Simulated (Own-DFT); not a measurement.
## Calculated data, GaP (zincblende, atoms displaced)

All values are calculated (Own-DFT development build). A calculation, not a measurement: plane-wave PBE density functional theory by an unreviewed code, no spin, of a simulated periodic cell, stress positive in tension, free energy of the whole cell less one offset for each atom, forces on such cells passed a denser k mesh, this cell's mesh not checked; offsets are fitted by least squares, one for each functional and potential file, so energies compare only between cells with the same atoms and settings and are not formation energies; the far tail of each file's local potential was reset to the Coulomb form; each entry is a single point on an unrelaxed cell, so the pressure reflects the starting lattice, mostly measured values (interpolated for alloys), from which strain is counted, and rises with the displacements; printed positions are rounded, which can move forces by about a meV/angstrom; the program, named Own-DFT, is a retired in-house code; no spin-orbit coupling.

Common to all runs: functional PBE; potential files PseudoDojo norm-conserving, scalar-relativistic, standard set; wave cutoff 42 hartree; occupations Fermi-Dirac; smearing width 0.1 eV; hardware one NVIDIA H200; k mesh 2 x 3 x 3 centred on Gamma.

```yaml
- entry: 1
  formula: GaP
  kind: "zincblende, atoms displaced"
  structure:
    cell_angstrom: [[16.3515, 0.0, 0.0], [0.0, 10.901, 0.0], [0.0, 0.0, 10.901]]
    atoms_fractional:
      - [Ga, 0.0011, 0.99763, 0.99924]
      - [Ga, 0.99926, 0.2488, 0.24987]
      - [Ga, 0.16568, 0.0008, 0.25114]
      - [Ga, 0.16767, 0.24722, 0.99726]
      - [P, 0.08363, 0.1237, 0.12547]
      - [P, 0.08464, 0.37426, 0.37512]
      - [P, 0.25095, 0.1234, 0.37578]
      - [P, 0.24878, 0.37542, 0.12612]
      - [Ga, 0.00068, 0.00242, 0.49993]
      - [Ga, 0.99713, 0.24839, 0.75143]
      - [Ga, 0.1671, 0.99962, 0.74879]
      - [Ga, 0.16628, 0.24775, 0.49932]
      - [P, 0.08382, 0.12437, 0.6242]
      - [P, 0.08386, 0.37256, 0.87361]
      - [P, 0.25074, 0.12184, 0.87464]
      - [P, 0.25028, 0.37197, 0.62391]
      - [Ga, 0.99684, 0.50239, 0.99666]
      - [Ga, 0.00189, 0.74956, 0.24863]
      - [Ga, 0.16781, 0.50237, 0.25058]
      - [Ga, 0.16587, 0.7473, 0.00088]
      - [P, 0.08498, 0.62594, 0.12468]
      - [P, 0.08139, 0.87506, 0.37757]
      - [P, 0.24759, 0.62353, 0.37535]
      - [P, 0.24993, 0.87374, 0.12575]
      - [Ga, 0.00209, 0.50311, 0.50188]
      - [Ga, 0.00241, 0.75219, 0.75104]
      - [Ga, 0.16654, 0.49864, 0.75144]
      - [Ga, 0.1656, 0.75084, 0.50058]
      - [P, 0.08232, 0.62449, 0.62732]
      - [P, 0.08164, 0.87718, 0.87664]
      - [P, 0.25193, 0.62556, 0.87713]
      - [P, 0.25333, 0.87608, 0.62549]
      - [Ga, 0.33596, 0.00095, 0.99721]
      - [Ga, 0.334, 0.249, 0.25055]
      - [Ga, 0.49868, 0.99786, 0.25055]
      - [Ga, 0.50052, 0.24755, 0.99728]
      - [P, 0.41523, 0.12506, 0.12612]
      - [P, 0.41585, 0.37449, 0.37551]
      - [P, 0.58119, 0.12244, 0.37655]
      - [P, 0.58355, 0.37449, 0.12619]
      - [Ga, 0.33379, 0.00196, 0.49909]
      - [Ga, 0.33336, 0.24712, 0.74755]
      - [Ga, 0.49981, 0.00318, 0.74826]
      - [Ga, 0.50036, 0.25111, 0.49973]
      - [P, 0.41614, 0.12513, 0.62543]
      - [P, 0.41711, 0.37436, 0.87613]
      - [P, 0.58346, 0.12211, 0.87273]
      - [P, 0.58116, 0.37223, 0.62594]
      - [Ga, 0.33371, 0.49752, 0.99895]
      - [Ga, 0.33391, 0.74924, 0.25016]
      - [Ga, 0.50181, 0.49894, 0.25363]
      - [Ga, 0.49822, 0.75159, 0.0003]
      - [P, 0.41732, 0.62781, 0.12451]
      - [P, 0.41734, 0.87174, 0.37296]
      - [P, 0.58285, 0.6251, 0.37699]
      - [P, 0.58069, 0.87352, 0.12512]
      - [Ga, 0.3312, 0.50071, 0.49646]
      - [Ga, 0.33223, 0.75271, 0.74701]
      - [Ga, 0.502, 0.50203, 0.7516]
      - [Ga, 0.50034, 0.75064, 0.50141]
      - [P, 0.4161, 0.62411, 0.62263]
      - [P, 0.41718, 0.87804, 0.87464]
      - [P, 0.58313, 0.62533, 0.87358]
      - [P, 0.58193, 0.87573, 0.62644]
      - [Ga, 0.66546, 0.99896, 0.99811]
      - [Ga, 0.66828, 0.25222, 0.24972]
      - [Ga, 0.83442, 0.00067, 0.25079]
      - [Ga, 0.8317, 0.24937, 0.99939]
      - [P, 0.74978, 0.12752, 0.12475]
      - [P, 0.75141, 0.37332, 0.37039]
      - [P, 0.91604, 0.12411, 0.37635]
      - [P, 0.9176, 0.37284, 0.12697]
      - [Ga, 0.66832, 0.00065, 0.50367]
      - [Ga, 0.66883, 0.25079, 0.74921]
      - [Ga, 0.8328, 0.00117, 0.74953]
      - [Ga, 0.83297, 0.25199, 0.50153]
      - [P, 0.7477, 0.12354, 0.62314]
      - [P, 0.74682, 0.37546, 0.87653]
      - [P, 0.91683, 0.12807, 0.87898]
      - [P, 0.916, 0.37361, 0.62407]
      - [Ga, 0.66726, 0.49923, 0.00383]
      - [Ga, 0.6673, 0.75238, 0.2495]
      - [Ga, 0.83162, 0.49778, 0.2493]
      - [Ga, 0.83205, 0.74902, 0.99837]
      - [P, 0.74832, 0.62414, 0.12314]
      - [P, 0.75085, 0.87529, 0.37438]
      - [P, 0.91733, 0.62309, 0.37513]
      - [P, 0.91729, 0.87153, 0.12266]
      - [Ga, 0.66724, 0.49618, 0.49979]
      - [Ga, 0.66689, 0.74951, 0.75189]
      - [Ga, 0.83359, 0.5035, 0.74958]
      - [Ga, 0.83391, 0.74916, 0.50139]
      - [P, 0.75103, 0.62638, 0.62538]
      - [P, 0.74993, 0.87292, 0.8779]
      - [P, 0.91556, 0.62611, 0.8763]
      - [P, 0.91868, 0.87904, 0.62166]
  results:
    "free_energy_of_cell_above_offsets [eV]": "-53.532"
    "pressure [GPa]": 2.73
    "stress_xx [GPa]": -2.71
    "stress_yy [GPa]": -2.73
    "stress_zz [GPa]": -2.73
    "stress_yz [GPa]": -0.17
    "stress_xz [GPa]": -0.2
    "stress_xy [GPa]": 0.07
    force_element: [Ga, Ga, Ga, Ga, P, P, P, P, Ga, Ga, Ga, Ga, P, P, P, P, Ga, Ga, Ga, Ga, P, P, P, P, Ga, Ga, Ga, Ga, P, P, P, P, Ga, Ga, Ga, Ga, P, P, P, P, Ga, Ga, Ga, Ga, P, P, P, P, Ga, Ga, Ga, Ga, P, P, P, P, Ga, Ga, Ga, Ga, P, P, P, P, Ga, Ga, Ga, Ga, P, P, P, P, Ga, Ga, Ga, Ga, P, P, P, P, Ga, Ga, Ga, Ga, P, P, P, P, Ga, Ga, Ga, Ga, P, P, P, P]
    "force_x [eV/angstrom]": [-0.372, 0.243, 0.191, -0.064, -0.083, -0.221, -0.214, 0.206, 0.016, 0.429, -0.044, 0.148, -0.178, -0.357, -0.015, -0.112, 0.62, -0.258, -0.348, 0.28, -0.476, 0.293, 0.332, 0.034, -0.28, -0.567, 0.317, 0.145, 0.457, 0.751, -0.295, -0.797, -0.457, -0.263, 0.007, 0.004, 0.408, 0.09, 0.539, -0.175, 0.31, -0.037, -0.1, -0.282, 0.207, 0.018, 0.203, 0.518, 0.088, -0.307, -0.348, 0.154, -0.065, -0.215, 0.452, 0.463, 0.152, 0.515, -0.515, -0.087, -0.032, 0.048, 0.153, 0.383, 0.032, -0.578, -0.053, 0.102, -0.089, -0.221, 0.082, -0.321, -0.637, -0.526, 0.189, -0.09, 0.686, 0.693, -0.214, 0.15, -0.567, -0.269, 0.472, 0.1, 0.377, -0.036, -0.115, -0.165, -0.051, -0.1, -0.114, 0.217, -0.349, 0.005, 0.117, -0.33]
    "force_y [eV/angstrom]": [0.375, -0.041, -0.324, 0.135, 0.114, 0.129, 0.16, -0.206, 0.049, 0.11, -0.128, 0.125, 0.132, 0.189, 0.226, 0.307, -0.45, -0.085, -0.391, 0.438, -0.445, 0.066, 0.537, 0.264, -0.539, 0.024, 0.035, 0.034, 0.19, -0.338, -0.027, 0.069, -0.225, 0.186, 0.186, 0.049, -0.021, 0.082, 0.234, -0.105, -0.34, 0.305, -0.295, -0.245, 0.059, -0.1, 0.422, 0.289, 0.178, -0.1, 0.168, -0.127, -0.714, 0.29, 0.071, 0.244, -0.207, -0.424, -0.195, -0.093, 0.007, -0.327, 0.059, -0.07, 0.004, -0.516, -0.133, 0.39, -0.582, 0.097, 0.269, 0.299, -0.449, -0.162, -0.071, -0.319, 0.467, 0.181, -0.61, 0.414, 0.054, -0.236, 0.366, -0.069, 0.227, 0.025, 0.131, 0.28, 0.157, 0.121, -0.499, 0.179, -0.166, 0.36, 0.241, -0.424]
    "force_z [eV/angstrom]": [0.368, 0.217, 0.007, 0.297, -0.126, -0.053, -0.156, -0.154, -0.096, -0.244, 0.053, -0.005, 0.277, 0.186, -0.128, 0.044, 0.47, 0.152, -0.16, -0.151, -0.051, -0.267, 0.001, -0.167, -0.275, -0.095, -0.062, 0.201, 0.099, -0.272, -0.419, -0.393, 0.495, -0.05, -0.103, 0.347, -0.169, -0.062, -0.196, -0.112, -0.111, 0.368, 0.07, -0.044, -0.33, -0.406, 0.017, 0.037, 0.4, -0.037, -0.343, -0.31, 0.16, 0.462, -0.016, -0.056, 0.36, 0.46, -0.229, -0.051, 0.255, -0.347, 0.594, -0.004, 0.451, 0.078, -0.352, 0.169, -0.004, 0.773, -0.011, -0.433, -0.612, 0.045, 0.166, -0.248, 0.39, -0.225, -0.279, 0.217, -0.37, 0.09, -0.201, 0.367, 0.376, 0.197, -0.162, 0.23, 0.033, -0.212, 0.13, -0.248, -0.104, -0.462, -0.489, 0.553]
    "wall_time [s]": 890.4
- entry: 2
  formula: GaP
  kind: "zincblende, atoms displaced"
  structure:
    cell_angstrom: [[16.3515, 0.0, 0.0], [0.0, 10.901, 0.0], [0.0, 0.0, 10.901]]
    atoms_fractional:
      - [Ga, 0.99955, 0.00357, 0.99688]
      - [Ga, 0.0004, 0.25023, 0.24677]
      - [Ga, 0.16784, 0.99844, 0.24751]
      - [Ga, 0.16745, 0.25033, 0.0015]
      - [P, 0.08358, 0.12532, 0.12506]
      - [P, 0.08611, 0.37497, 0.37503]
      - [P, 0.24953, 0.1262, 0.37663]
      - [P, 0.25009, 0.375, 0.12407]
      - [Ga, 0.0004, 0.00096, 0.4999]
      - [Ga, 0.99913, 0.25303, 0.74599]
      - [Ga, 0.16661, 0.99884, 0.7488]
      - [Ga, 0.16723, 0.2517, 0.49687]
      - [P, 0.08413, 0.12347, 0.62867]
      - [P, 0.08144, 0.37543, 0.87362]
      - [P, 0.25099, 0.12486, 0.87538]
      - [P, 0.24845, 0.3748, 0.62381]
      - [Ga, 0.999, 0.49876, 0.99985]
      - [Ga, 0.99985, 0.74811, 0.24841]
      - [Ga, 0.16796, 0.50046, 0.24838]
      - [Ga, 0.16541, 0.75053, 0.00117]
      - [P, 0.08186, 0.62289, 0.12503]
      - [P, 0.08224, 0.87226, 0.37369]
      - [P, 0.24841, 0.6275, 0.37612]
      - [P, 0.24933, 0.87732, 0.12462]
      - [Ga, 0.00036, 0.49751, 0.49961]
      - [Ga, 0.99982, 0.74972, 0.74948]
      - [Ga, 0.16721, 0.49768, 0.74848]
      - [Ga, 0.16528, 0.74914, 0.49969]
      - [P, 0.08255, 0.62479, 0.62641]
      - [P, 0.08191, 0.87345, 0.87484]
      - [P, 0.25242, 0.62481, 0.87516]
      - [P, 0.25094, 0.87668, 0.62727]
      - [Ga, 0.33317, 0.99963, 0.99975]
      - [Ga, 0.33338, 0.24993, 0.24781]
      - [Ga, 0.49915, 0.99965, 0.2498]
      - [Ga, 0.49892, 0.24889, 0.99987]
      - [P, 0.41527, 0.12341, 0.1262]
      - [P, 0.41546, 0.37811, 0.37439]
      - [P, 0.58358, 0.12403, 0.37516]
      - [P, 0.58363, 0.3753, 0.12658]
      - [Ga, 0.33239, 0.00196, 0.50149]
      - [Ga, 0.33287, 0.25133, 0.74797]
      - [Ga, 0.49991, 0.00028, 0.75114]
      - [Ga, 0.49869, 0.25037, 0.49997]
      - [P, 0.41648, 0.12288, 0.62338]
      - [P, 0.4171, 0.37521, 0.87713]
      - [P, 0.58129, 0.12703, 0.87591]
      - [P, 0.58135, 0.37405, 0.62658]
      - [Ga, 0.33285, 0.50265, 0.0004]
      - [Ga, 0.33487, 0.75043, 0.25104]
      - [Ga, 0.49957, 0.50207, 0.25279]
      - [Ga, 0.5011, 0.7516, 0.99847]
      - [P, 0.4175, 0.62518, 0.12677]
      - [P, 0.42, 0.87645, 0.37952]
      - [P, 0.58427, 0.62303, 0.37987]
      - [P, 0.58255, 0.87544, 0.1236]
      - [Ga, 0.33312, 0.49954, 0.49981]
      - [Ga, 0.33472, 0.75194, 0.74827]
      - [Ga, 0.50075, 0.49909, 0.74999]
      - [Ga, 0.49795, 0.74897, 0.50213]
      - [P, 0.4166, 0.62377, 0.62604]
      - [P, 0.41889, 0.87395, 0.8728]
      - [P, 0.58268, 0.62313, 0.8744]
      - [P, 0.5833, 0.87742, 0.6258]
      - [Ga, 0.66594, 0.00112, 0.00143]
      - [Ga, 0.66705, 0.25332, 0.25235]
      - [Ga, 0.83437, 0.99739, 0.24878]
      - [Ga, 0.83173, 0.24936, 0.00024]
      - [P, 0.75133, 0.12549, 0.12471]
      - [P, 0.74868, 0.3766, 0.37354]
      - [P, 0.91574, 0.12523, 0.37906]
      - [P, 0.91735, 0.37503, 0.12084]
      - [Ga, 0.66723, 0.00392, 0.50057]
      - [Ga, 0.66549, 0.24958, 0.7495]
      - [Ga, 0.83546, 0.002, 0.74798]
      - [Ga, 0.83375, 0.24922, 0.50062]
      - [P, 0.75091, 0.12558, 0.62204]
      - [P, 0.74841, 0.37309, 0.87408]
      - [P, 0.91742, 0.12717, 0.87491]
      - [P, 0.91558, 0.37426, 0.6261]
      - [Ga, 0.66749, 0.49934, 0.99751]
      - [Ga, 0.66645, 0.75017, 0.24718]
      - [Ga, 0.83515, 0.49828, 0.25022]
      - [Ga, 0.83313, 0.75201, 0.00252]
      - [P, 0.75003, 0.62354, 0.1255]
      - [P, 0.74944, 0.87782, 0.3775]
      - [P, 0.91581, 0.62685, 0.37612]
      - [P, 0.91696, 0.87693, 0.12589]
      - [Ga, 0.66873, 0.49826, 0.4983]
      - [Ga, 0.66391, 0.75021, 0.75139]
      - [Ga, 0.8332, 0.50037, 0.75108]
      - [Ga, 0.83617, 0.74878, 0.49879]
      - [P, 0.74964, 0.62794, 0.62326]
      - [P, 0.74963, 0.87751, 0.87772]
      - [P, 0.91828, 0.62368, 0.87464]
      - [P, 0.91545, 0.8765, 0.62559]
  results:
    "free_energy_of_cell_above_offsets [eV]": "-53.678"
    "pressure [GPa]": 2.7
    "stress_xx [GPa]": -2.7
    "stress_yy [GPa]": -2.71
    "stress_zz [GPa]": -2.69
    "stress_yz [GPa]": -0.09
    "stress_xz [GPa]": 0.01
    "stress_xy [GPa]": 0.31
    force_element: [Ga, Ga, Ga, Ga, P, P, P, P, Ga, Ga, Ga, Ga, P, P, P, P, Ga, Ga, Ga, Ga, P, P, P, P, Ga, Ga, Ga, Ga, P, P, P, P, Ga, Ga, Ga, Ga, P, P, P, P, Ga, Ga, Ga, Ga, P, P, P, P, Ga, Ga, Ga, Ga, P, P, P, P, Ga, Ga, Ga, Ga, P, P, P, P, Ga, Ga, Ga, Ga, P, P, P, P, Ga, Ga, Ga, Ga, P, P, P, P, Ga, Ga, Ga, Ga, P, P, P, P, Ga, Ga, Ga, Ga, P, P, P, P]
    "force_x [eV/angstrom]": [0.124, -0.116, -0.329, -0.225, 0.06, -0.569, 0.113, 0.097, 0.103, 0.19, 0.069, -0.204, -0.057, 0.412, -0.196, 0.313, 0.25, -0.123, -0.058, 0.146, 0.221, 0.152, 0.382, 0.345, -0.034, -0.156, -0.108, 0.052, 0.116, 0.19, -0.537, -0.258, 0.15, -0.084, 0.214, 0.057, 0.206, 0.057, -0.132, -0.221, 0.081, 0.179, 0.106, 0.031, 0.001, -0.243, 0.334, 0.431, 0.28, -0.086, 0.323, -0.135, -0.006, -0.758, -0.148, 0.056, -0.226, -0.065, -0.266, 0.6, -0.107, -0.415, 0.072, -0.039, 0.016, -0.119, -0.236, 0.137, -0.32, 0.717, 0.295, -0.255, -0.172, 0.023, -0.453, -0.231, -0.162, 0.287, -0.195, -0.066, -0.175, -0.017, -0.146, 0.061, 0.127, 0.111, 0.452, 0.323, -0.309, 0.42, -0.234, -0.641, 0.091, 0.064, -0.444, 0.438]
    "force_y [eV/angstrom]": [-0.284, -0.018, 0.231, -0.004, -0.145, 0.098, -0.198, 0.139, -0.137, -0.365, 0.008, -0.408, 0.371, -0.129, 0.05, -0.012, 0.157, 0.11, 0.079, -0.193, 0.022, 0.37, -0.208, -0.517, 0.167, 0.064, 0.329, 0.244, -0.11, 0.221, 0.27, -0.311, -0.125, 0.076, 0.037, 0.193, 0.056, -0.452, 0.334, 0.079, -0.22, -0.104, 0.13, -0.045, 0.368, 0.075, -0.266, 0.071, -0.235, 0.262, -0.077, -0.318, 0.187, -0.019, 0.438, 0.04, 0.223, -0.21, -0.016, -0.04, -0.068, 0.172, 0.107, -0.119, 0.185, -0.493, 0.351, 0.046, -0.016, -0.262, 0.05, -0.164, -0.35, -0.167, -0.021, 0.371, 0.129, 0.106, 0.183, 0.276, -0.011, -0.007, 0.141, -0.21, 0.011, -0.427, -0.543, -0.168, 0.092, 0.19, 0.147, 0.459, -0.253, -0.131, 0.308, -0.252]
    "force_z [eV/angstrom]": [0.263, 0.492, 0.485, -0.374, -0.094, -0.352, -0.429, 0.024, 0.131, 0.371, 0.516, 0.527, -0.623, 0.146, -0.133, -0.058, -0.214, 0.065, 0.127, -0.138, -0.075, 0.015, -0.169, -0.048, 0.025, -0.039, 0.347, 0.308, -0.166, 0.008, -0.184, -0.435, -0.204, 0.327, 0.069, 0.373, -0.147, -0.022, -0.13, -0.183, -0.198, 0.148, -0.182, -0.16, 0.322, -0.235, -0.048, -0.401, 0.105, 0.15, -0.091, 0.117, -0.245, -0.377, -0.439, 0.182, 0.05, 0.19, 0.134, 0.144, -0.013, 0.325, 0.141, -0.133, -0.109, -0.319, 0.392, -0.204, 0.365, 0.219, -0.731, 0.446, 0.015, -0.111, 0.386, -0.185, 0.578, -0.066, -0.247, -0.347, 0.296, 0.517, -0.085, -0.24, -0.093, -0.342, -0.289, -0.263, 0.573, -0.041, -0.082, 0.217, 0.28, -0.433, 0.18, -0.163]
    "wall_time [s]": 935.9
```
